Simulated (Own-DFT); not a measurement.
## Calculated data, SiC (3C silicon carbide, strained, atoms displaced)

A calculation, not a measurement: plane-wave PBE density functional theory by an unreviewed code, no spin, of a simulated periodic cell, stress positive in tension, free energy of the whole cell less one offset for each atom, forces on such cells passed a denser k mesh, this cell's mesh not checked; offsets are fitted by least squares, one for each functional and potential file, so energies compare only between cells with the same atoms and settings and are not formation energies; the far tail of each file's local potential was reset to the Coulomb form; each entry is a single point on an unrelaxed cell, so the pressure reflects the starting lattice, mostly measured values (interpolated for alloys), from which strain is counted, and rises with the displacements; printed positions are rounded, which can move forces by about a meV/angstrom; the program, named Own-DFT, is a retired in-house code; no spin-orbit coupling. Program: Own-DFT development build.

Settings shared by all entries: functional PBE; potential files PseudoDojo norm-conserving, scalar-relativistic, standard set; wave cutoff 42 hartree; occupations Fermi-Dirac; smearing width 0.1 eV; hardware one NVIDIA H100; k mesh 4 x 4 x 4 centred on Gamma.

(1) 
```cif
# cell vector a (Å): 8.6266 0.1004 0.0760
# cell vector b (Å): 0.1004 8.7152 0.0946
# cell vector c (Å): 0.0760 0.0946 8.8762
data_SiC
_symmetry_space_group_name_H-M 'P 1'
_symmetry_Int_Tables_number 1
_cell_length_a 8.6275
_cell_length_b 8.7163
_cell_length_c 8.8770
_cell_angle_alpha 88.762
_cell_angle_beta 88.998
_cell_angle_gamma 88.668
_cell_volume 667.12
loop_
_atom_site_label
_atom_site_type_symbol
_atom_site_fract_x
_atom_site_fract_y
_atom_site_fract_z
_atom_site_occupancy
Si1 Si 0.00607 0.99400 0.00613 1
Si2 Si 0.00091 0.24592 0.25200 1
Si3 Si 0.24384 0.00668 0.25284 1
Si4 Si 0.24530 0.24197 0.00518 1
C1 C 0.12138 0.11828 0.11891 1
C2 C 0.12786 0.38380 0.37943 1
C3 C 0.37936 0.12170 0.37797 1
C4 C 0.37208 0.38118 0.12383 1
Si5 Si 0.00144 0.00331 0.49449 1
Si6 Si 0.00226 0.25592 0.75458 1
Si7 Si 0.24760 0.99412 0.75016 1
Si8 Si 0.25385 0.24640 0.49114 1
C5 C 0.11942 0.12272 0.61645 1
C6 C 0.12678 0.36779 0.87185 1
C7 C 0.36517 0.12529 0.88396 1
C8 C 0.36636 0.37304 0.62779 1
Si9 Si 0.00826 0.50041 0.99661 1
Si10 Si 0.00349 0.74996 0.24550 1
Si11 Si 0.24633 0.50272 0.24288 1
Si12 Si 0.24597 0.74176 0.01271 1
C9 C 0.12051 0.62661 0.12986 1
C10 C 0.12424 0.88416 0.38229 1
C11 C 0.37267 0.63452 0.37013 1
C12 C 0.37755 0.88083 0.13008 1
Si13 Si 0.00534 0.49162 0.49922 1
Si14 Si 0.01172 0.74361 0.75090 1
Si15 Si 0.24687 0.49557 0.76051 1
Si16 Si 0.23167 0.76255 0.49892 1
C13 C 0.11811 0.61476 0.62265 1
C14 C 0.14154 0.88177 0.87344 1
C15 C 0.37620 0.62997 0.87102 1
C16 C 0.38670 0.87215 0.61611 1
Si17 Si 0.51656 0.99727 0.99525 1
Si18 Si 0.49397 0.23856 0.23927 1
Si19 Si 0.75904 0.99830 0.24826 1
Si20 Si 0.75819 0.24985 0.99216 1
C17 C 0.62249 0.12800 0.12217 1
C18 C 0.62272 0.38350 0.37322 1
C19 C 0.88164 0.12805 0.36437 1
C20 C 0.87644 0.37466 0.13053 1
Si21 Si 0.49519 0.00059 0.49306 1
Si22 Si 0.49539 0.24589 0.74619 1
Si23 Si 0.75494 0.00201 0.75263 1
Si24 Si 0.74691 0.24879 0.49756 1
C21 C 0.62086 0.12321 0.61981 1
C22 C 0.62372 0.37579 0.87518 1
C23 C 0.87886 0.12076 0.88403 1
C24 C 0.86782 0.38104 0.62989 1
Si25 Si 0.49630 0.50365 0.00159 1
Si26 Si 0.49817 0.75341 0.25586 1
Si27 Si 0.74642 0.49570 0.25445 1
Si28 Si 0.73896 0.75019 0.99185 1
C25 C 0.61610 0.63715 0.12757 1
C26 C 0.63759 0.88463 0.38125 1
C27 C 0.86926 0.62461 0.37491 1
C28 C 0.88316 0.87478 0.12187 1
Si29 Si 0.49102 0.51168 0.49769 1
Si30 Si 0.51423 0.75784 0.74364 1
Si31 Si 0.74713 0.49919 0.74608 1
Si32 Si 0.74694 0.75432 0.49626 1
C29 C 0.62539 0.62213 0.61463 1
C30 C 0.63072 0.87559 0.88805 1
C31 C 0.87453 0.62940 0.86983 1
C32 C 0.87636 0.87392 0.61592 1
_calc_free_energy_of_cell_above_offsets '-3.977'  # eV
_calc_pressure 4.26  # GPa
_calc_stress_xx -7.09  # GPa
_calc_stress_yy -5.59  # GPa
_calc_stress_zz -0.09  # GPa
_calc_stress_yz 5.67  # GPa
_calc_stress_xz 5.65  # GPa
_calc_stress_xy 6.71  # GPa
_calc_wall_time 358.6  # s
```

Force:
| element | x (eV/Å) | y (eV/Å) | z (eV/Å) |
| --- | --- | --- | --- |
| Si | -0.116 | 0.219 | -2.11 |
| Si | 0.862 | 2.057 | -1.241 |
| Si | 1.761 | -1.217 | -0.52 |
| Si | 0.78 | 1.588 | -0.446 |
| C | 0.193 | 1.287 | 2.237 |
| C | 0.775 | -2.659 | -2.391 |
| C | -1.715 | 0.964 | -2.404 |
| C | -0.823 | -1.844 | -0.184 |
| Si | -1.836 | 0.553 | 1.383 |
| Si | -1.063 | -1.678 | -1.552 |
| Si | 2.388 | 2.419 | -1.823 |
| Si | -0.669 | 1.221 | 2.237 |
| C | 0.872 | 0.598 | 1.18 |
| C | -0.283 | 0.74 | 1.965 |
| C | 2.446 | -1.243 | -2.186 |
| C | 0.848 | 0.33 | -0.923 |
| Si | -2.385 | -0.23 | 0.725 |
| Si | -1.953 | 0.309 | 2.353 |
| Si | 1.182 | 0.086 | 2.269 |
| Si | 2.624 | 2.739 | -2.156 |
| C | 0.229 | -1.096 | -1.494 |
| C | -0.921 | -0.369 | -3.28 |
| C | -1.943 | -0.594 | 0.801 |
| C | -0.511 | -0.356 | -0.222 |
| Si | -2.812 | 2.067 | 0.88 |
| Si | -1.623 | 1.719 | -0.581 |
| Si | 1.402 | 1.05 | -2.338 |
| Si | 3.812 | -3.334 | 1.5 |
| C | 1.516 | 1.133 | 0.517 |
| C | -3.281 | -3.402 | 2.025 |
| C | -0.361 | -0.417 | 0.598 |
| C | -2.459 | 0.509 | 1.176 |
| Si | -4.511 | 2.054 | 2.495 |
| Si | 0.702 | 2.768 | 1.664 |
| Si | -0.678 | 0.866 | -0.402 |
| Si | -1.418 | 1.06 | 2.136 |
| C | 1.922 | -1.257 | -0.781 |
| C | -1.468 | -2.216 | 0.639 |
| C | -1.696 | -0.861 | 2.11 |
| C | 0.325 | 0.172 | -1.554 |
| Si | 2.494 | -0.507 | 1.362 |
| Si | -0.188 | 0.709 | 1.006 |
| Si | 0.347 | -0.273 | -0.958 |
| Si | 0.234 | 0.921 | -0.074 |
| C | 0.287 | -0.299 | 0.857 |
| C | 0.013 | -0.125 | -0.3 |
| C | 0.656 | -0.022 | -1.882 |
| C | 1.695 | -2.335 | -1.383 |
| Si | 0.915 | 0.291 | -0.504 |
| Si | 0.604 | 1.628 | -0.392 |
| Si | 0.652 | 2 | -1.35 |
| Si | 3.829 | -2.243 | 3.358 |
| C | 1.212 | -2.196 | -0.666 |
| C | -2.125 | -0.316 | -1.943 |
| C | 1.474 | -0.134 | -0.449 |
| C | -1.39 | -0.861 | 0.106 |
| Si | 0.046 | -1.832 | 0.275 |
| Si | -1.623 | -1.362 | 0.624 |
| Si | -0.45 | 1.037 | 0.777 |
| Si | 1.71 | -1.109 | 0.807 |
| C | -0.079 | 1.077 | 1.492 |
| C | -0.573 | 0.851 | -5.582 |
| C | -0.107 | -0.842 | 0.736 |
| C | 0.251 | 0.206 | 1.778 |

(2) 
```cif
# cell vector a (Å): 8.6192 0.0131 -0.1412
# cell vector b (Å): 0.0131 8.6334 -0.0469
# cell vector c (Å): -0.1412 -0.0469 8.8153
data_SiC
_symmetry_space_group_name_H-M 'P 1'
_symmetry_Int_Tables_number 1
_cell_length_a 8.6204
_cell_length_b 8.6335
_cell_length_c 8.8166
_cell_angle_alpha 90.617
_cell_angle_beta 91.857
_cell_angle_gamma 89.821
_cell_volume 655.78
loop_
_atom_site_label
_atom_site_type_symbol
_atom_site_fract_x
_atom_site_fract_y
_atom_site_fract_z
_atom_site_occupancy
Si1 Si 0.00713 0.99686 0.00695 1
Si2 Si 0.00027 0.24513 0.24662 1
Si3 Si 0.25015 0.99618 0.25759 1
Si4 Si 0.24409 0.24769 0.99518 1
C1 C 0.12592 0.13168 0.12573 1
C2 C 0.12413 0.37721 0.38062 1
C3 C 0.37268 0.11764 0.38222 1
C4 C 0.37209 0.37181 0.12249 1
Si5 Si 0.00736 0.99634 0.50537 1
Si6 Si 0.99185 0.24839 0.73856 1
Si7 Si 0.25593 0.00387 0.75019 1
Si8 Si 0.25420 0.25435 0.50810 1
C5 C 0.12094 0.13266 0.62099 1
C6 C 0.12843 0.36726 0.87116 1
C7 C 0.37354 0.12365 0.86982 1
C8 C 0.37564 0.37230 0.63224 1
Si9 Si 0.99904 0.50252 0.99806 1
Si10 Si 0.99755 0.74768 0.26004 1
Si11 Si 0.24341 0.48329 0.25193 1
Si12 Si 0.25412 0.74716 0.00611 1
C9 C 0.11802 0.62532 0.12570 1
C10 C 0.13083 0.87594 0.36749 1
C11 C 0.37342 0.63238 0.36705 1
C12 C 0.38191 0.87338 0.11480 1
Si13 Si 0.00294 0.50011 0.49812 1
Si14 Si 0.00203 0.75991 0.75724 1
Si15 Si 0.25909 0.50468 0.75704 1
Si16 Si 0.25597 0.74023 0.50021 1
C13 C 0.12485 0.62104 0.61937 1
C14 C 0.12189 0.87023 0.87294 1
C15 C 0.36830 0.62671 0.87428 1
C16 C 0.37797 0.88329 0.62420 1
Si17 Si 0.50441 0.00582 0.99661 1
Si18 Si 0.49595 0.25148 0.25973 1
Si19 Si 0.74649 0.00192 0.25403 1
Si20 Si 0.74793 0.26070 0.00100 1
C17 C 0.62724 0.12336 0.12431 1
C18 C 0.63052 0.37882 0.36690 1
C19 C 0.88095 0.12502 0.37901 1
C20 C 0.86433 0.36415 0.11704 1
Si21 Si 0.51181 0.98626 0.49494 1
Si22 Si 0.50005 0.24410 0.75751 1
Si23 Si 0.74083 0.99260 0.75064 1
Si24 Si 0.75024 0.25702 0.50082 1
C21 C 0.62354 0.11974 0.62146 1
C22 C 0.62583 0.37959 0.87180 1
C23 C 0.86654 0.12914 0.87221 1
C24 C 0.87434 0.36858 0.62132 1
Si25 Si 0.49661 0.50007 0.00444 1
Si26 Si 0.50290 0.74131 0.24952 1
Si27 Si 0.75234 0.49664 0.25456 1
Si28 Si 0.75014 0.74737 0.00362 1
C25 C 0.62347 0.62457 0.12509 1
C26 C 0.62315 0.87723 0.37480 1
C27 C 0.87463 0.63021 0.37936 1
C28 C 0.87089 0.87017 0.12863 1
Si29 Si 0.50001 0.50707 0.49476 1
Si30 Si 0.49222 0.74875 0.75120 1
Si31 Si 0.74670 0.50895 0.75557 1
Si32 Si 0.74646 0.74792 0.50085 1
C29 C 0.62146 0.63269 0.63212 1
C30 C 0.62513 0.87103 0.87489 1
C31 C 0.87535 0.62838 0.87132 1
C32 C 0.87167 0.87781 0.62724 1
_calc_free_energy_of_cell_above_offsets '-5.548'  # eV
_calc_pressure 7.47  # GPa
_calc_stress_xx -9.84  # GPa
_calc_stress_yy -8.69  # GPa
_calc_stress_zz -3.87  # GPa
_calc_stress_yz -4.55  # GPa
_calc_stress_xz -8.65  # GPa
_calc_stress_xy -1.62  # GPa
_calc_wall_time 359.3  # s
```

Force:
| element | x (eV/Å) | y (eV/Å) | z (eV/Å) |
| --- | --- | --- | --- |
| Si | -2.275 | 0.451 | -1.232 |
| Si | -0.875 | 0.568 | 0.882 |
| Si | 0.998 | 0.757 | -2.512 |
| Si | 1.024 | -0.405 | 0.522 |
| C | 0.867 | -1.579 | 0.194 |
| C | 0.05 | -1.226 | -0.987 |
| C | 0.951 | 1.448 | -0.062 |
| C | 0.11 | -0.106 | 0.566 |
| Si | -1.108 | 0.124 | -1.094 |
| Si | 0.865 | -0.706 | 2.718 |
| Si | -2.202 | -0.887 | -1.226 |
| Si | -0.802 | -1.373 | -0.844 |
| C | 1.53 | -1.213 | 0.953 |
| C | -1.328 | 1.986 | -0.48 |
| C | 0.652 | 0.782 | 2.037 |
| C | 1.204 | 1.487 | -0.619 |
| Si | -0.183 | -1.514 | -0.495 |
| Si | 0.232 | 0.547 | -1.931 |
| Si | 0.503 | 2.804 | -1.048 |
| Si | -1.622 | 0.104 | -0.81 |
| C | 1.016 | -0.501 | 0.907 |
| C | -0.969 | -1.187 | 2.577 |
| C | 0.146 | -2.43 | 0.547 |
| C | -0.239 | 0.749 | 2.137 |
| Si | -1.29 | -0.433 | 0.868 |
| Si | -1.673 | -2.664 | -2.919 |
| Si | -2.976 | -2.421 | -2.141 |
| Si | -1.12 | 2.16 | 0.122 |
| C | 0.878 | 1.199 | 1.85 |
| C | 2.796 | 2.371 | 2.095 |
| C | 1.976 | 0.755 | 1.722 |
| C | -0.398 | -1.974 | -0.184 |
| Si | -0.365 | -1.452 | 0.273 |
| Si | 0.111 | -1.553 | -1.791 |
| Si | 1.202 | -0.163 | -0.582 |
| Si | -1.927 | -4.192 | -2.587 |
| C | -0.689 | 1.565 | 0.549 |
| C | -1.361 | -0.078 | 2.263 |
| C | -0.825 | -0.038 | -0.452 |
| C | 4.015 | 4.215 | 3.744 |
| Si | -2.943 | 3.024 | 1.969 |
| Si | 0.703 | 0.586 | -2.035 |
| Si | 1.439 | 1.423 | 0.101 |
| Si | -0.568 | -2.463 | -0.61 |
| C | 0.105 | 1.037 | 0.292 |
| C | -0.962 | 0.245 | 0.933 |
| C | 0.914 | -0.792 | 0.491 |
| C | -0.463 | 3.746 | 0.274 |
| Si | 0.078 | -0.349 | -0.923 |
| Si | -0.397 | 2.202 | -1 |
| Si | 0.497 | 0.731 | -2.006 |
| Si | -0.259 | 0.22 | -0.604 |
| C | 0.928 | -0.665 | 0.321 |
| C | 1.473 | -2.339 | -1.471 |
| C | -0.324 | -1.401 | -0.02 |
| C | 0.887 | 0.874 | 0.563 |
| Si | 0.081 | -1.087 | 1.058 |
| Si | 0.442 | 1.045 | 0.445 |
| Si | 0.411 | -1.675 | -1.489 |
| Si | 0.511 | 0.852 | 0.795 |
| C | -0.012 | -0.864 | -1.605 |
| C | -0.633 | 0.02 | 0.382 |
| C | 0.374 | 0.27 | 1.047 |
| C | 0.818 | -0.614 | -0.439 |

(3) 
```cif
# cell vector a (Å): 8.8893 0.1520 0.0024
# cell vector b (Å): 0.1520 8.5723 -0.0454
# cell vector c (Å): 0.0024 -0.0454 8.6647
data_SiC
_symmetry_space_group_name_H-M 'P 1'
_symmetry_Int_Tables_number 1
_cell_length_a 8.8906
_cell_length_b 8.5738
_cell_length_c 8.6648
_cell_angle_alpha 90.603
_cell_angle_beta 89.974
_cell_angle_gamma 88.005
_cell_volume 660.05
loop_
_atom_site_label
_atom_site_type_symbol
_atom_site_fract_x
_atom_site_fract_y
_atom_site_fract_z
_atom_site_occupancy
Si1 Si 0.99439 0.00080 0.00595 1
Si2 Si 0.00097 0.24811 0.24757 1
Si3 Si 0.25776 0.00151 0.25083 1
Si4 Si 0.24580 0.24534 0.99776 1
C1 C 0.13297 0.13128 0.12664 1
C2 C 0.11785 0.38147 0.37897 1
C3 C 0.38148 0.12100 0.37776 1
C4 C 0.37608 0.37461 0.12411 1
Si5 Si 0.00593 0.00606 0.49060 1
Si6 Si 0.99839 0.25099 0.75117 1
Si7 Si 0.24826 0.00630 0.74580 1
Si8 Si 0.25265 0.24604 0.49775 1
C5 C 0.12406 0.12263 0.62218 1
C6 C 0.12426 0.37827 0.86991 1
C7 C 0.38298 0.13235 0.87419 1
C8 C 0.38534 0.36807 0.61989 1
Si9 Si 0.99641 0.49396 0.00809 1
Si10 Si 0.99743 0.73861 0.25262 1
Si11 Si 0.25479 0.49722 0.24725 1
Si12 Si 0.25447 0.75090 0.99835 1
C9 C 0.13539 0.62285 0.12588 1
C10 C 0.12409 0.86839 0.37186 1
C11 C 0.37420 0.62522 0.37747 1
C12 C 0.37940 0.86778 0.13294 1
Si13 Si 0.99657 0.49680 0.50066 1
Si14 Si 0.99470 0.74931 0.75304 1
Si15 Si 0.25063 0.50117 0.75300 1
Si16 Si 0.24721 0.75665 0.50418 1
C13 C 0.13576 0.61926 0.62391 1
C14 C 0.12806 0.87887 0.86580 1
C15 C 0.37757 0.62647 0.86951 1
C16 C 0.37295 0.88354 0.62387 1
Si17 Si 0.48898 0.99819 0.99587 1
Si18 Si 0.50520 0.23556 0.25644 1
Si19 Si 0.74632 0.99681 0.25098 1
Si20 Si 0.74970 0.25370 0.00560 1
C17 C 0.61452 0.12275 0.12861 1
C18 C 0.63041 0.36908 0.37933 1
C19 C 0.87845 0.13059 0.37576 1
C20 C 0.86061 0.38003 0.12374 1
Si21 Si 0.50345 0.00652 0.49869 1
Si22 Si 0.49877 0.24922 0.74856 1
Si23 Si 0.74666 0.99513 0.74420 1
Si24 Si 0.75370 0.24601 0.49259 1
C21 C 0.61715 0.13222 0.62246 1
C22 C 0.62886 0.36460 0.88800 1
C23 C 0.87521 0.12923 0.88216 1
C24 C 0.86898 0.38073 0.62236 1
Si25 Si 0.50756 0.50840 0.00162 1
Si26 Si 0.50312 0.75700 0.24163 1
Si27 Si 0.75176 0.50095 0.24616 1
Si28 Si 0.73108 0.75180 0.00344 1
C25 C 0.63074 0.62499 0.12507 1
C26 C 0.61991 0.86805 0.37273 1
C27 C 0.87594 0.62040 0.37183 1
C28 C 0.88067 0.86845 0.13150 1
Si29 Si 0.51061 0.49571 0.49952 1
Si30 Si 0.48556 0.74956 0.75399 1
Si31 Si 0.76178 0.49861 0.74477 1
Si32 Si 0.75107 0.74938 0.50106 1
C29 C 0.62324 0.63003 0.62857 1
C30 C 0.61730 0.88003 0.87669 1
C31 C 0.86851 0.62074 0.88132 1
C32 C 0.87376 0.87522 0.61989 1
_calc_free_energy_of_cell_above_offsets '-5.000'  # eV
_calc_pressure 6.2  # GPa
_calc_stress_xx -0.53  # GPa
_calc_stress_yy -10.17  # GPa
_calc_stress_zz -7.91  # GPa
_calc_stress_yz -2.38  # GPa
_calc_stress_xz 0.69  # GPa
_calc_stress_xy 10.21  # GPa
_calc_wall_time 345.5  # s
```

Force:
| element | x (eV/Å) | y (eV/Å) | z (eV/Å) |
| --- | --- | --- | --- |
| Si | 1.461 | -0.672 | -0.546 |
| Si | -0.394 | 1.669 | 0.744 |
| Si | -1.126 | -0.845 | 0.591 |
| Si | 1.679 | 2.135 | -0.188 |
| C | -1.175 | -1.697 | -0.096 |
| C | 1.804 | -2.156 | -1.7 |
| C | -1.609 | 0.355 | -0.943 |
| C | 0.693 | -0.735 | -0.045 |
| Si | -0.699 | -1.534 | 1.207 |
| Si | -0.193 | 0.164 | -0.343 |
| Si | 0.612 | -0.237 | 0.934 |
| Si | -0.508 | 1.357 | 0.477 |
| C | -0.166 | 1.268 | -0.325 |
| C | -0.291 | -0.88 | 0.917 |
| C | -2.699 | -1.245 | -0.414 |
| C | -1.861 | 1.247 | 0.526 |
| Si | 0.647 | 1.393 | -1.032 |
| Si | 1.597 | 0.881 | -0.419 |
| Si | -0.013 | 0.379 | 1.696 |
| Si | -1.191 | -0.038 | 0.231 |
| C | -1.899 | 0.011 | -0.821 |
| C | 0.084 | 1.353 | -0.349 |
| C | 1.047 | 0.076 | -0.507 |
| C | -1.967 | 2.305 | -3.45 |
| Si | 0.609 | 1.112 | 0.869 |
| Si | 0.988 | -0.55 | -0.219 |
| Si | 0.943 | -1.134 | -0.961 |
| Si | 1.106 | -1.385 | -0.562 |
| C | -2.639 | 1.215 | 0.102 |
| C | -0.608 | -0.129 | 1.861 |
| C | -0.612 | -0.909 | 1.713 |
| C | 0.407 | -0.486 | -0.203 |
| Si | 1.272 | 0.777 | 1.485 |
| Si | -1.479 | 3.71 | -0.216 |
| Si | 0.365 | -0.044 | 0.073 |
| Si | -0.848 | -2.055 | 0.313 |
| C | 2.641 | -1.581 | -1.509 |
| C | -0.148 | 0.62 | -2.223 |
| C | 0.018 | -1.531 | -1.631 |
| C | 3.668 | -1.784 | 0.132 |
| Si | -0.148 | -2.182 | 1.026 |
| Si | 1.068 | 1.181 | 1.556 |
| Si | -0.297 | 1.437 | 1.106 |
| Si | -0.775 | 1.062 | 2.459 |
| C | 2.824 | -1.635 | -0.481 |
| C | -1.342 | 2.408 | -3.261 |
| C | -0.316 | -0.792 | -1.118 |
| C | 2.113 | -2.613 | -1.114 |
| Si | -1.12 | -2.44 | -0.218 |
| Si | 0.157 | -3.34 | 3.348 |
| Si | -1.308 | 0.077 | 2.401 |
| Si | 3.652 | 0.366 | -0.981 |
| C | -1.65 | 0.394 | 0.531 |
| C | 1.472 | 1.515 | 0.609 |
| C | -0.637 | 0.154 | 0.716 |
| C | -1.714 | 0.755 | -1.09 |
| Si | -1.724 | 1.277 | 0.295 |
| Si | 2.558 | 1.324 | -1.908 |
| Si | -3.723 | 1.161 | 2.619 |
| Si | -0.842 | -0.355 | -0.295 |
| C | 0.6 | -0.706 | -0.061 |
| C | 0.127 | -0.885 | -0.9 |
| C | 0.834 | 1.224 | -0.307 |
| C | 0.675 | 0.213 | -0.103 |

(4) 
```cif
# cell vector a (Å): 8.8203 0.1614 -0.0992
# cell vector b (Å): 0.1614 8.8776 -0.0015
# cell vector c (Å): -0.0992 -0.0015 8.8307
data_SiC
_symmetry_space_group_name_H-M 'P 1'
_symmetry_Int_Tables_number 1
_cell_length_a 8.8223
_cell_length_b 8.8791
_cell_length_c 8.8313
_cell_angle_alpha 90.031
_cell_angle_beta 91.288
_cell_angle_gamma 87.910
_cell_volume 691.15
loop_
_atom_site_label
_atom_site_type_symbol
_atom_site_fract_x
_atom_site_fract_y
_atom_site_fract_z
_atom_site_occupancy
Si1 Si 0.99234 0.00508 0.98262 1
Si2 Si 0.99493 0.24189 0.24489 1
Si3 Si 0.23895 0.99780 0.25260 1
Si4 Si 0.23954 0.24803 0.00013 1
C1 C 0.13154 0.13025 0.12951 1
C2 C 0.13016 0.37183 0.38841 1
C3 C 0.38158 0.13404 0.36886 1
C4 C 0.37020 0.39005 0.13461 1
Si5 Si 0.99692 0.00706 0.50420 1
Si6 Si 0.00552 0.25271 0.75717 1
Si7 Si 0.25577 0.00047 0.74839 1
Si8 Si 0.24480 0.24721 0.48957 1
C5 C 0.13349 0.12937 0.62686 1
C6 C 0.11844 0.38397 0.87526 1
C7 C 0.37743 0.12882 0.86708 1
C8 C 0.38618 0.36815 0.62580 1
Si9 Si 0.99876 0.50596 0.98706 1
Si10 Si 0.00212 0.75977 0.25695 1
Si11 Si 0.26031 0.49655 0.25528 1
Si12 Si 0.25461 0.75642 0.00187 1
C9 C 0.12836 0.61662 0.12977 1
C10 C 0.12269 0.87642 0.38395 1
C11 C 0.37649 0.63346 0.37451 1
C12 C 0.36868 0.85935 0.12647 1
Si13 Si 0.99545 0.50582 0.48593 1
Si14 Si 0.00541 0.74481 0.73854 1
Si15 Si 0.24691 0.49226 0.75537 1
Si16 Si 0.24516 0.74567 0.49572 1
C13 C 0.12200 0.62729 0.62934 1
C14 C 0.12210 0.87400 0.87740 1
C15 C 0.36859 0.62932 0.87764 1
C16 C 0.37473 0.86960 0.62480 1
Si17 Si 0.49336 0.99330 0.00414 1
Si18 Si 0.50071 0.24584 0.24243 1
Si19 Si 0.73929 0.00380 0.25114 1
Si20 Si 0.74875 0.24965 0.00398 1
C17 C 0.63008 0.12606 0.12938 1
C18 C 0.61993 0.37850 0.37717 1
C19 C 0.87932 0.12725 0.37847 1
C20 C 0.87608 0.37183 0.12782 1
Si21 Si 0.49886 0.99942 0.50519 1
Si22 Si 0.50130 0.24918 0.75446 1
Si23 Si 0.75781 0.99478 0.75113 1
Si24 Si 0.74402 0.25395 0.49672 1
C21 C 0.63259 0.13447 0.62554 1
C22 C 0.63150 0.36957 0.87512 1
C23 C 0.87597 0.13200 0.87738 1
C24 C 0.87352 0.38415 0.62182 1
Si25 Si 0.49498 0.49738 0.99424 1
Si26 Si 0.50124 0.75429 0.25674 1
Si27 Si 0.75107 0.50748 0.24693 1
Si28 Si 0.74859 0.75101 0.00138 1
C25 C 0.62467 0.61846 0.12190 1
C26 C 0.62989 0.89294 0.37833 1
C27 C 0.87037 0.62862 0.36442 1
C28 C 0.87420 0.87708 0.12557 1
Si29 Si 0.48602 0.50287 0.50015 1
Si30 Si 0.49844 0.75489 0.75365 1
Si31 Si 0.74338 0.50485 0.73939 1
Si32 Si 0.75196 0.75732 0.50615 1
C29 C 0.62860 0.62637 0.62423 1
C30 C 0.61513 0.87507 0.86568 1
C31 C 0.87026 0.62883 0.87868 1
C32 C 0.87514 0.87951 0.63264 1
_calc_free_energy_of_cell_above_offsets '-3.902'  # eV
_calc_pressure -2.86  # GPa
_calc_stress_xx 2.02  # GPa
_calc_stress_yy 3.8  # GPa
_calc_stress_zz 2.76  # GPa
_calc_stress_yz 0.85  # GPa
_calc_stress_xz -5.44  # GPa
_calc_stress_xy 10.19  # GPa
_calc_wall_time 374.3  # s
```

Force:
| element | x (eV/Å) | y (eV/Å) | z (eV/Å) |
| --- | --- | --- | --- |
| Si | 1.715 | -1.81 | 3.672 |
| Si | 0.891 | 1.412 | 1.544 |
| Si | 2.226 | 0.002 | 0.235 |
| Si | 1.829 | 1.395 | 0.344 |
| C | -1.7 | -1.179 | -1.52 |
| C | -1.963 | 2.214 | -3.519 |
| C | -1.533 | -2.354 | 0.542 |
| C | 2.29 | -4.006 | -3.525 |
| Si | 0.738 | -0.359 | 0.839 |
| Si | -1.297 | 0.667 | -2.187 |
| Si | -0.754 | -0.49 | 0.184 |
| Si | 2.824 | -0.849 | 2.943 |
| C | -1.22 | -0.493 | -0.158 |
| C | 1.115 | -1.926 | -0.219 |
| C | -0.882 | -0.584 | 2.178 |
| C | -2.776 | 1.307 | -0.146 |
| Si | -0.343 | 0.061 | 3.734 |
| Si | -0.39 | -1.854 | -1.945 |
| Si | -3.111 | 1.774 | 1.128 |
| Si | -2.697 | -2.788 | -0.345 |
| C | -0.549 | 1.765 | -0.375 |
| C | -0.458 | 0.867 | -0.664 |
| C | -0.63 | -0.584 | 0.264 |
| C | 1.324 | 3.703 | 1.248 |
| Si | 0.372 | -1.105 | 2.324 |
| Si | -1.565 | 1.53 | 3.505 |
| Si | 1.084 | 1.192 | -1.251 |
| Si | 0.775 | 0.441 | 1.859 |
| C | 1.401 | -1.748 | -2.707 |
| C | 0.676 | 0.545 | -1.309 |
| C | 0.816 | -0.614 | -1.164 |
| C | -0.38 | 0.835 | -0.782 |
| Si | 0.542 | 0.803 | -0.581 |
| Si | -0.188 | 2.262 | 1.244 |
| Si | 3.505 | -0.402 | 0.445 |
| Si | 0.63 | 0.425 | 0.204 |
| C | -1.792 | 0.022 | -2.149 |
| C | -0.065 | 0.35 | -1.271 |
| C | -1.463 | 0.038 | -0.988 |
| C | -0.32 | 0.772 | -0.949 |
| Si | 0.161 | 1.623 | -0.005 |
| Si | 1.588 | -0.059 | -0.632 |
| Si | -2.328 | 2.273 | 0.5 |
| Si | 1.238 | 0.563 | 0.741 |
| C | -0.809 | -2.078 | 0.518 |
| C | -1.615 | 1.229 | -0.244 |
| C | -0.864 | 0.198 | -1.472 |
| C | 0.453 | -0.991 | -0.229 |
| Si | 0.647 | 0.346 | 1.122 |
| Si | 0.955 | -0.84 | -0.585 |
| Si | -0.612 | -2.141 | 0.26 |
| Si | -0.348 | -0.093 | 0.093 |
| C | -0.668 | 1.894 | -0.168 |
| C | -1.248 | -2.798 | 0.28 |
| C | 0.623 | 1.594 | 1.42 |
| C | -0.526 | 0.954 | -0.42 |
| Si | 2.705 | -0.617 | 0.519 |
| Si | -0.448 | -2.23 | -1.097 |
| Si | 1.829 | -1.4 | 2.395 |
| Si | -0.393 | -0.677 | -0.962 |
| C | -2.233 | 1.657 | -1.015 |
| C | 2.011 | 1.013 | 2.299 |
| C | 0.004 | 0.232 | -2.201 |
| C | 1.198 | -0.887 | -1.8 |
